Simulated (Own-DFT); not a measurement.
GaN (wurtzite, strained, atoms displaced) (calculated)

Computed with Own-DFT development build. A calculation, not a measurement: plane-wave PBE density functional theory by an unreviewed code, no spin, of a simulated periodic cell, stress positive in tension, free energy of the whole cell less one offset for each atom, forces on such cells passed a denser k mesh, this cell's mesh not checked; offsets are fitted by least squares, one for each functional and potential file, so energies compare only between cells with the same atoms and settings and are not formation energies; the far tail of each file's local potential was reset to the Coulomb form; each entry is a single point on an unrelaxed cell, so the pressure reflects the starting lattice, mostly measured values (interpolated for alloys), from which strain is counted, and rises with the displacements; printed positions are rounded, which can move forces by about a meV/angstrom; the program, named Own-DFT, is a retired in-house code; no spin-orbit coupling.

Settings shared by all entries: functional PBE; potential files PseudoDojo norm-conserving, scalar-relativistic, standard set with the stringent files for Ga; wave cutoff 96 hartree; occupations Gaussian; smearing width 0.01 eV; k mesh 3 x 4 x 3 centred on Gamma.

(1) GaN (wurtzite, strained, atoms displaced)

```cif
# cell vector a (Å): 12.7560 0.0000 0.0000
# cell vector b (Å): -4.7835 8.2853 0.0000
# cell vector c (Å): 0.0000 0.0000 10.4218
data_GaN
_symmetry_space_group_name_H-M 'P 1'
_symmetry_Int_Tables_number 1
_cell_length_a 12.7560
_cell_length_b 9.5670
_cell_length_c 10.4218
_cell_angle_alpha 90.000
_cell_angle_beta 90.000
_cell_angle_gamma 120.000
_cell_volume 1101.45
loop_
_atom_site_label
_atom_site_type_symbol
_atom_site_fract_x
_atom_site_fract_y
_atom_site_fract_z
_atom_site_occupancy
Ga1 Ga 0.08549 0.22510 0.99572 1
Ga2 Ga 0.16630 0.11424 0.25122 1
N1 N 0.08544 0.23019 0.19125 1
N2 N 0.16421 0.10403 0.43965 1
Ga3 Ga 0.08391 0.22210 0.51082 1
Ga4 Ga 0.15694 0.10548 0.75281 1
N3 N 0.08429 0.21633 0.68976 1
N4 N 0.17164 0.11426 0.93576 1
Ga5 Ga 0.08109 0.55282 0.00305 1
Ga6 Ga 0.15944 0.43720 0.23920 1
N5 N 0.08077 0.54505 0.18862 1
N6 N 0.16460 0.45137 0.43242 1
Ga7 Ga 0.07880 0.55730 0.49387 1
Ga8 Ga 0.16845 0.43711 0.75427 1
N7 N 0.08462 0.55454 0.68853 1
N8 N 0.16437 0.44335 0.94007 1
Ga9 Ga 0.08140 0.88086 0.99596 1
Ga10 Ga 0.16790 0.78241 0.24573 1
N9 N 0.08500 0.90010 0.17865 1
N10 N 0.17023 0.78000 0.43142 1
Ga11 Ga 0.08633 0.89197 0.50258 1
Ga12 Ga 0.15782 0.77397 0.76136 1
N11 N 0.08388 0.89829 0.68329 1
N12 N 0.17134 0.78128 0.94081 1
Ga13 Ga 0.33332 0.22203 0.99928 1
Ga14 Ga 0.41043 0.10762 0.25200 1
N13 N 0.33588 0.22658 0.19139 1
N14 N 0.42452 0.11199 0.44150 1
Ga15 Ga 0.32267 0.22214 0.49394 1
Ga16 Ga 0.41890 0.10768 0.75146 1
N15 N 0.33414 0.22265 0.68910 1
N16 N 0.41118 0.11483 0.94011 1
Ga17 Ga 0.32876 0.55451 0.98764 1
Ga18 Ga 0.41714 0.43816 0.24806 1
N17 N 0.33171 0.55174 0.18860 1
N18 N 0.42499 0.45460 0.44854 1
Ga19 Ga 0.32980 0.56461 0.49878 1
Ga20 Ga 0.41488 0.44604 0.74990 1
N19 N 0.34065 0.55769 0.68290 1
N20 N 0.41343 0.44300 0.94359 1
Ga21 Ga 0.33417 0.89496 0.99798 1
Ga22 Ga 0.41911 0.78677 0.25047 1
N21 N 0.32584 0.87659 0.19287 1
N22 N 0.41905 0.78370 0.43643 1
Ga23 Ga 0.33967 0.89806 0.48914 1
Ga24 Ga 0.41951 0.77723 0.75257 1
N23 N 0.33079 0.89136 0.69213 1
N24 N 0.42230 0.77686 0.94141 1
Ga25 Ga 0.58935 0.22255 0.99497 1
Ga26 Ga 0.66807 0.10523 0.24472 1
N25 N 0.58865 0.21474 0.18383 1
N26 N 0.67715 0.11121 0.43236 1
Ga27 Ga 0.58436 0.22299 0.51298 1
Ga28 Ga 0.66084 0.11272 0.75100 1
N27 N 0.58225 0.21980 0.69667 1
N28 N 0.66817 0.11965 0.94094 1
Ga29 Ga 0.57739 0.55169 0.00791 1
Ga30 Ga 0.66536 0.45335 0.25409 1
N29 N 0.59449 0.56155 0.19108 1
N30 N 0.66322 0.43547 0.43350 1
Ga31 Ga 0.58820 0.55842 0.50800 1
Ga32 Ga 0.66562 0.43807 0.75045 1
N31 N 0.58571 0.55693 0.69179 1
N32 N 0.66844 0.44263 0.93990 1
Ga33 Ga 0.57743 0.87358 0.99582 1
Ga34 Ga 0.66783 0.77901 0.25232 1
N33 N 0.58886 0.89515 0.18864 1
N34 N 0.66273 0.77499 0.44057 1
Ga35 Ga 0.57857 0.88459 0.51036 1
Ga36 Ga 0.66883 0.77726 0.75573 1
N35 N 0.58452 0.88010 0.68541 1
N36 N 0.66998 0.77691 0.94346 1
Ga37 Ga 0.84218 0.22756 0.00520 1
Ga38 Ga 0.91667 0.11952 0.26338 1
N37 N 0.84146 0.21907 0.18689 1
N38 N 0.92145 0.11321 0.44556 1
Ga39 Ga 0.83285 0.22656 0.49537 1
Ga40 Ga 0.92410 0.11041 0.74441 1
N39 N 0.83065 0.22394 0.68677 1
N40 N 0.90860 0.10985 0.93586 1
Ga41 Ga 0.83449 0.55752 0.00062 1
Ga42 Ga 0.91719 0.43645 0.24355 1
N41 N 0.82638 0.54433 0.19413 1
N42 N 0.91532 0.44129 0.43302 1
Ga43 Ga 0.83753 0.55789 0.49199 1
Ga44 Ga 0.91658 0.44966 0.75209 1
N43 N 0.84106 0.55130 0.68447 1
N44 N 0.92155 0.44119 0.94008 1
Ga45 Ga 0.82791 0.87501 0.00135 1
Ga46 Ga 0.91857 0.78817 0.24372 1
N45 N 0.83126 0.88593 0.18239 1
N46 N 0.91628 0.77600 0.43800 1
Ga47 Ga 0.83618 0.88533 0.49839 1
Ga48 Ga 0.91085 0.77219 0.74536 1
N47 N 0.83064 0.88726 0.69151 1
N48 N 0.93334 0.79481 0.93399 1
```

```
free energy of cell above offsets : -3.953 eV
pressure                          : 6.23 GPa
stress xx                         : -7.32 GPa
stress yy                         : -6.53 GPa
stress zz                         : -4.83 GPa
stress yz                         : -0.27 GPa
stress xz                         : -1.29 GPa
stress xy                         : 0.23 GPa
```

Force:
```csv
element,x (eV/Å),y (eV/Å),z (eV/Å)
Ga,-0.596,-1.674,0.899
Ga,-0.316,0.369,-0.352
N,0.079,-2.956,-1.074
N,-1.169,0.807,-0.833
Ga,0.169,1.046,-2.267
Ga,2.975,0.637,0.246
N,-0.377,1.423,0.188
N,-1.054,-0.467,0.572
Ga,0.448,0.649,-0.047
Ga,1.969,2.18,2.003
N,-1.089,2.074,-0.753
N,0.582,-1.136,0.757
Ga,0.826,0.21,0.702
Ga,-0.648,1.361,-1.091
N,0.09,0.01,0.075
N,-0.073,0.22,-0.726
Ga,1.779,2.635,0.888
Ga,-1.437,-1.365,0.357
N,0.503,-0.97,1.116
N,-0.772,0.284,0.582
Ga,0.344,-1.302,-0.71
Ga,1.097,0.461,-2.413
N,-0.015,-1.977,1.042
N,-0.328,-1.088,0.602
Ga,-0.589,0.337,0.421
Ga,2.106,0.389,-0.248
N,-0.226,-1.39,-0.49
N,-1.502,1.117,-0.679
Ga,2.725,1.278,1.659
Ga,-2.13,0.164,0.076
N,-0.522,-0.243,-0.199
N,2.01,-0.366,-0.246
Ga,0.744,0.034,2.513
Ga,-0.438,2.335,1.317
N,0.253,0.654,-0.566
N,-1.419,-1.131,-1.489
Ga,0.78,-0.775,-0.838
Ga,1.262,-1.005,-0.099
N,-1.71,-0.008,1.171
N,0.348,0.381,-0.842
Ga,0.937,-0.123,0.703
Ga,1.121,-1.619,-0.303
N,0.557,2.006,-1.526
N,0.085,-0.11,0.212
Ga,-0.819,-1.349,1.901
Ga,-0.975,0.295,-0.704
N,0.625,-1.028,-0.428
N,-2.326,-0.229,-1.021
Ga,-1.79,0.056,1.686
Ga,-0.055,1.537,0.756
N,-1.989,0.839,0.361
N,-2.165,-0.919,0.824
Ga,0.868,-0.145,-2.175
Ga,2.842,-0.837,0.672
N,-0.417,0.368,-0.899
N,1.755,-2.008,-0.911
Ga,1.004,-0.03,-0.842
Ga,1.731,-2.808,-0.322
N,-2.693,-0.106,-0.647
N,0.239,0.979,2.061
Ga,0.037,-0.409,-0.75
Ga,0.094,1.457,0.421
N,0.44,-0.323,0.652
N,-0.553,1.004,-0.48
Ga,1.433,2.884,1.541
Ga,-0.369,0.341,0.405
N,-0.328,-2.125,-0.902
N,0.914,0.556,-0.03
Ga,1.037,0.843,-2.567
Ga,-0.091,-0.222,-0.223
N,-0.785,0.995,2.222
N,-0.903,-1.212,-0.808
Ga,-1.294,-1.093,-0.885
Ga,1.77,-1.287,-1.231
N,-1.548,0.075,0.231
N,-0.232,-0.391,0.081
Ga,0.729,-0.331,1.551
Ga,-3.104,-0.094,1.183
N,0.554,-0.183,0.039
N,2.327,-0.671,-0.363
Ga,0.354,-0.177,0.444
Ga,-1.166,0.722,0.801
N,1.285,1.756,-1.116
N,0.092,0.644,-0.322
Ga,-0.581,-1.111,0.204
Ga,1.956,-1.832,0.064
N,-2.657,0.902,-0.398
N,-1.373,1.113,-0.191
Ga,1.004,2.322,-0.462
Ga,0.607,-1.401,0.592
N,-0.085,0.956,1.399
N,0.612,0.666,-0.68
Ga,-1.459,0.191,0.468
Ga,0.768,0.464,0.043
N,0.662,-0.035,-0.734
N,-3.359,-2.968,-0.817
```

(2) GaN (wurtzite, strained, atoms displaced)

```cif
# cell vector a (Å): 12.7560 0.0000 0.0000
# cell vector b (Å): -4.7835 8.2853 0.0000
# cell vector c (Å): 0.0000 0.0000 10.4218
data_GaN
_symmetry_space_group_name_H-M 'P 1'
_symmetry_Int_Tables_number 1
_cell_length_a 12.7560
_cell_length_b 9.5670
_cell_length_c 10.4218
_cell_angle_alpha 90.000
_cell_angle_beta 90.000
_cell_angle_gamma 120.000
_cell_volume 1101.45
loop_
_atom_site_label
_atom_site_type_symbol
_atom_site_fract_x
_atom_site_fract_y
_atom_site_fract_z
_atom_site_occupancy
Ga1 Ga 0.08463 0.22968 0.99587 1
Ga2 Ga 0.16643 0.11170 0.24921 1
N1 N 0.08752 0.21723 0.19077 1
N2 N 0.16905 0.11099 0.43788 1
Ga3 Ga 0.08577 0.23023 0.49933 1
Ga4 Ga 0.16749 0.10429 0.73741 1
N3 N 0.08736 0.23907 0.70030 1
N4 N 0.15552 0.09383 0.93984 1
Ga5 Ga 0.07914 0.55895 0.00326 1
Ga6 Ga 0.15689 0.43582 0.25480 1
N5 N 0.07861 0.55386 0.19133 1
N6 N 0.16909 0.44661 0.44079 1
Ga7 Ga 0.07489 0.54468 0.50816 1
Ga8 Ga 0.16998 0.44458 0.75037 1
N7 N 0.08632 0.56255 0.69652 1
N8 N 0.15921 0.44335 0.93952 1
Ga9 Ga 0.08338 0.89236 0.00171 1
Ga10 Ga 0.17180 0.77308 0.25030 1
N9 N 0.07541 0.89568 0.19247 1
N10 N 0.16871 0.77978 0.43552 1
Ga11 Ga 0.09270 0.90416 0.48923 1
Ga12 Ga 0.16854 0.77450 0.74622 1
N11 N 0.08121 0.88773 0.69679 1
N12 N 0.17604 0.78430 0.93856 1
Ga13 Ga 0.33551 0.22483 0.99452 1
Ga14 Ga 0.42286 0.11482 0.24325 1
N13 N 0.33391 0.22385 0.19200 1
N14 N 0.41916 0.11007 0.43459 1
Ga15 Ga 0.32919 0.22452 0.50749 1
Ga16 Ga 0.41131 0.11636 0.74148 1
N15 N 0.32753 0.22137 0.69372 1
N16 N 0.41891 0.10977 0.93468 1
Ga17 Ga 0.33340 0.56626 0.99075 1
Ga18 Ga 0.41887 0.43630 0.24980 1
N17 N 0.32393 0.54469 0.18677 1
N18 N 0.41635 0.43805 0.44518 1
Ga19 Ga 0.32557 0.54280 0.50105 1
Ga20 Ga 0.41671 0.44275 0.74513 1
N19 N 0.32565 0.55533 0.69475 1
N20 N 0.42071 0.44568 0.93951 1
Ga21 Ga 0.33755 0.89099 0.99566 1
Ga22 Ga 0.41742 0.77535 0.24815 1
N21 N 0.33638 0.88626 0.19080 1
N22 N 0.41962 0.78376 0.44061 1
Ga23 Ga 0.33928 0.88280 0.50633 1
Ga24 Ga 0.41364 0.77412 0.74936 1
N23 N 0.33586 0.89344 0.68883 1
N24 N 0.41970 0.78032 0.94188 1
Ga25 Ga 0.58435 0.22585 0.00617 1
Ga26 Ga 0.65934 0.10076 0.24540 1
N25 N 0.59150 0.22910 0.18233 1
N26 N 0.67052 0.11456 0.43433 1
Ga27 Ga 0.58686 0.22108 0.49453 1
Ga28 Ga 0.66892 0.11589 0.74886 1
N27 N 0.58898 0.22192 0.68431 1
N28 N 0.66556 0.10431 0.93879 1
Ga29 Ga 0.58777 0.56830 0.99859 1
Ga30 Ga 0.66324 0.43938 0.24840 1
N29 N 0.58504 0.55670 0.18642 1
N30 N 0.66837 0.45029 0.43181 1
Ga31 Ga 0.58305 0.55655 0.49644 1
Ga32 Ga 0.66993 0.45065 0.74892 1
N31 N 0.58493 0.55830 0.68879 1
N32 N 0.66141 0.43937 0.93600 1
Ga33 Ga 0.58038 0.89604 0.00466 1
Ga34 Ga 0.66764 0.77189 0.24498 1
N33 N 0.57856 0.89241 0.18743 1
N34 N 0.66943 0.78785 0.43663 1
Ga35 Ga 0.58325 0.88661 0.49744 1
Ga36 Ga 0.66843 0.77864 0.75821 1
N35 N 0.58006 0.88360 0.69186 1
N36 N 0.66972 0.78065 0.94116 1
Ga37 Ga 0.82599 0.22076 0.00027 1
Ga38 Ga 0.91472 0.11629 0.25016 1
N37 N 0.83822 0.23437 0.19049 1
N38 N 0.91897 0.11291 0.43912 1
Ga39 Ga 0.82670 0.21605 0.49883 1
Ga40 Ga 0.91453 0.10706 0.75792 1
N39 N 0.83014 0.22544 0.68509 1
N40 N 0.92017 0.11354 0.93844 1
Ga41 Ga 0.82718 0.55666 0.00229 1
Ga42 Ga 0.90994 0.43356 0.24624 1
N41 N 0.83851 0.56193 0.18454 1
N42 N 0.90911 0.44469 0.44008 1
Ga43 Ga 0.82898 0.54838 0.50453 1
Ga44 Ga 0.91381 0.44768 0.74336 1
N43 N 0.83117 0.55019 0.67802 1
N44 N 0.91559 0.44422 0.93778 1
Ga45 Ga 0.84410 0.89443 0.00046 1
Ga46 Ga 0.91719 0.78274 0.24986 1
N45 N 0.83253 0.88498 0.18787 1
N46 N 0.91648 0.78766 0.43079 1
Ga47 Ga 0.83716 0.88293 0.50471 1
Ga48 Ga 0.91824 0.78021 0.74667 1
N47 N 0.83174 0.88356 0.68744 1
N48 N 0.91237 0.78124 0.94211 1
```

```
free energy of cell above offsets : -4.620 eV
pressure                          : 6.23 GPa
stress xx                         : -5.87 GPa
stress yy                         : -8.66 GPa
stress zz                         : -4.16 GPa
stress yz                         : -0.39 GPa
stress xz                         : 0.04 GPa
stress xy                         : -0.54 GPa
```

Force:
```csv
element,x (eV/Å),y (eV/Å),z (eV/Å)
Ga,1.005,-1.097,0.811
Ga,0.864,-0.174,0.031
N,-2.235,0.811,-0.561
N,-0.674,2.411,0.138
Ga,-0.342,-1.319,0.879
Ga,-2.518,0.524,2.715
N,0.334,-3.815,-2.247
N,0.753,3.88,-1.327
Ga,0.449,0.161,-0.365
Ga,0.861,0.663,-1.108
N,0.347,-0.276,-0.067
N,-1.426,-0.233,-0.169
Ga,-0.145,1.491,-0.809
Ga,-2.046,1.161,1.821
N,-0.252,-1.727,-1.262
N,0.932,1.257,-0.23
Ga,0.407,-2.059,0.794
Ga,-1.391,0.659,0.05
N,2.689,-0.623,-0.789
N,0.269,-0.581,1.109
Ga,-0.516,-3.543,1.076
Ga,-0.455,1.506,1.147
N,0.833,-0.481,-2.094
N,-1.489,-0.899,-0.054
Ga,-0.719,-0.85,0.593
Ga,-0.868,-0.728,0.964
N,0.681,-0.996,-1.096
N,-0.404,0.232,0.637
Ga,1.751,-0.97,-1.366
Ga,2.645,-0.403,1.126
N,0.736,0.866,-1.106
N,-0.191,0.65,-0.012
Ga,0.144,-2.386,1.618
Ga,-1.428,1.302,0.039
N,0.964,0.874,0.295
N,-0.626,0.816,-0.667
Ga,1.325,2.166,0.233
Ga,-0.139,1.09,1.214
N,2.274,0.22,-1.311
N,-0.944,0.454,-0.813
Ga,-0.412,0.248,0.945
Ga,-0.673,-1.363,0.648
N,-0.296,0.776,-1.008
N,0.84,-2.037,-0.611
Ga,-1.887,1.116,-1.22
Ga,0.501,1.05,0.396
N,-0.184,-0.31,0.267
N,-0.211,0.372,-1.212
Ga,-0.068,-0.497,-2.558
Ga,1.011,1.967,1.082
N,-0.537,-1.036,1.277
N,-0.88,-1.149,-0.617
Ga,-0.847,0.346,0.4
Ga,-0.253,-1.271,0.312
N,-1.762,0.628,-0.043
N,-0.812,1.302,-0.234
Ga,0.067,-1.57,0.046
Ga,1.109,1.793,-0.105
N,-0.314,-0.678,0.039
N,-0.258,-0.662,0.61
Ga,0.352,0.776,0.45
Ga,-0.287,-1.162,0.031
N,-0.207,-0.25,-0.451
N,0.22,0.895,0.066
Ga,1.358,-1.193,-0.72
Ga,-0.416,1.21,0.817
N,1.404,-1.34,-0.087
N,0.671,-1.287,-0.34
Ga,-0.036,0.562,0.946
Ga,-0.662,0.08,-0.855
N,0.403,0.56,-0.43
N,-0.254,1.211,0.366
Ga,1.478,0.576,-0.112
Ga,1.086,-0.969,0.044
N,-0.568,-4.137,-1.406
N,-0.251,0.106,0.232
Ga,1.397,0.71,0.139
Ga,-0.105,0.837,-1.468
N,1.219,-0.488,0.466
N,-1.206,0.033,0.787
Ga,0.788,-0.035,-0.549
Ga,-0.474,4.081,1.563
N,-0.832,-0.865,0.791
N,1.555,-0.723,-0.444
Ga,-0.404,1.613,-2.668
Ga,0.992,-0.452,1.38
N,-0.416,1.381,2.49
N,-0.926,0.136,-0.447
Ga,-2.319,0.503,0.821
Ga,-0.184,-1.006,0.004
N,-0.94,1.298,-0.305
N,1.752,-1.313,1.475
Ga,-1.549,1.173,-0.834
Ga,-0.242,-0.793,0.93
N,-0.109,0.75,0.655
N,2.127,-1.537,-1.589
```
